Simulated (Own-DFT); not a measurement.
# Strain and stress in wurtzite AlN, 128 atoms (Al64N64)

These are calculations, not measurements. They come from Own-DFT, an in-house plane-wave density functional program, since retired, whose code no person has reviewed. Each row is one single-point run on a periodic cell that was not relaxed, without spin or spin-orbit coupling.

Settings of every run: PBE; PseudoDojo norm-conserving scalar-relativistic files; cutoff 42 hartree; 3 x 3 x 3 k mesh centred on Gamma; Gaussian smearing of 0.01 eV.

Known limits: k mesh not checked against a denser one; stress not checked against mesh or cutoff.

Unstrained cell vectors in Å: (12.448, 0.000, 0.000); (-6.224, 10.780, 0.000); (0.000, 0.000, 9.964). The unstrained cell has measured lattice constants (interpolated for alloys), not those of this functional. That, the random moves and any unrelaxed bonds set the pressure at no strain. Each run strains this cell uniformly, with the atoms carried along. Every atom was also moved at random, by a Gaussian of width 0.05 Å on each axis. Strain is the symmetric tensor, in per cent. Stress is positive in tension, and the pressure is minus a third of its trace.

| run | e_xx (%) | e_yy (%) | e_zz (%) | s_xx (GPa) | s_yy (GPa) | s_zz (GPa) | P (GPa) | E (meV/atom) |
|---|---|---|---|---|---|---|---|---|
| 1 | 0.00 | 0.00 | 0.50 | -4.10 | -5.91 | -3.22 | 4.41 | 0.0 |
| 2 | 0.00 | 0.00 | -2.00 | -5.89 | -7.20 | -16.75 | 9.94 | 18.7 |
| 3 | 0.00 | 0.00 | 1.00 | -6.92 | -3.57 | -1.79 | 4.09 | 17.7 |
| 4 | 0.00 | 0.00 | 2.50 | -6.27 | -2.72 | 5.06 | 1.31 | 15.6 |
| 5 | 0.00 | 0.00 | 1.50 | -3.18 | -6.50 | 0.88 | 2.93 | 10.4 |
| 6 | 0.00 | 0.00 | -1.00 | -7.60 | -5.77 | -10.91 | 8.09 | 16.3 |
| 7 | 0.00 | 0.00 | 2.00 | -4.88 | -4.20 | 3.30 | 1.93 | 4.7 |
| 8 | 0.00 | 0.00 | -1.75 | -5.88 | -7.35 | -15.75 | 9.66 | 15.8 |
| 9 | 0.00 | 0.00 | -0.75 | ? | ? | ? | ? | ? |

E is the free energy for each atom above the lowest run shown.

## Worked fit

The change of volume is close to e_xx + e_yy + e_zz. A straight line through the runs shown gives P = 5.98 - 199 x (fractional change of volume) GPa, with an error of 6 on the slope and a scatter of 0.29 GPa. The strain isn't the same on all axes and the cell isn't cubic, so the slope belongs to this path and is not the bulk modulus.

## Withheld run

Question: what pressure should run 9 give? Its volume changes by -0.75 %.

The line gives 7.5 GPa. The calculation gave 7.20 GPa.
